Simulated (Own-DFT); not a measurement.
# Response to strain: grey tin, 32 atoms (Sn32)

Calculated results; nothing here was measured. The program, named Own-DFT, is a retired in-house plane-wave density functional code that no person has reviewed. Each row is one single-point run on a periodic cell that was not relaxed, without spin or spin-orbit coupling.

Settings of every run: PBE; PseudoDojo norm-conserving scalar-relativistic files; cutoff 42 hartree; 3 x 3 x 5 k mesh centred on Gamma; cold (Marzari-Vanderbilt) smearing of 0.2 eV.

Known limits: forces on such cells failed a check on a denser k mesh; stress not checked against mesh or cutoff.

Unstrained cell vectors in Å: (12.978, 0.000, 0.000); (0.000, 12.978, 0.000); (0.000, 0.000, 6.489). The unstrained cell has measured lattice constants (interpolated for alloys), not those of this functional. That, the random moves and any unrelaxed bonds set the pressure at no strain. Each run strains this cell uniformly, with the atoms carried along. Every atom was also moved at random, by a Gaussian of width 0.05 Å on each axis. Strain is the symmetric tensor, in per cent. Stress is positive in tension, and the pressure is minus a third of its trace.

```
run  e_xx (%)  e_yy (%)  e_zz (%)  s_xx (GPa)  s_yy (GPa)  s_zz (GPa)  P (GPa)  E (meV/atom)
  1     -2.00     -2.00      0.00       -6.18       -6.16       -5.53     5.96          77.1
  2     -0.50     -0.50      0.00       -4.15       -4.16       -4.06     4.13          38.0
  3      3.00      3.00      0.00       -0.67       -0.61       -1.43     0.90           2.6
  4      2.50      2.50      0.00       -1.02       -1.02       -1.68     1.24           0.7
  5     -1.50     -1.50      0.00       -5.37       -5.41       -4.96     5.25          55.2
  6      0.25      0.25      0.00       -3.49       -3.47       -3.55     3.50          42.3
  7      2.25      2.25      0.00       -1.22       -1.22       -1.82     1.42           0.0
  8      0.75      0.75      0.00       -2.91       -2.91       -3.06     2.96          29.6
  9     -1.00     -1.00      0.00           ?           ?           ?        ?             ?
```

E is the free energy for each atom above the lowest run shown.

## Worked fit

The change of volume is close to e_xx + e_yy + e_zz. A straight line through the runs shown gives P = 3.78 - 50 x (fractional change of volume) GPa, with an error of 1 on the slope and a scatter of 0.13 GPa. The strain isn't the same on all axes, but the crystal is cubic, so the slope still estimates the bulk modulus, averaged over pressures from 0.9 to 6.0 GPa.

## Withheld run

Question: what pressure should run 9 give? Its volume changes by -1.99 %.

The line gives 4.8 GPa. The calculation gave 4.72 GPa.
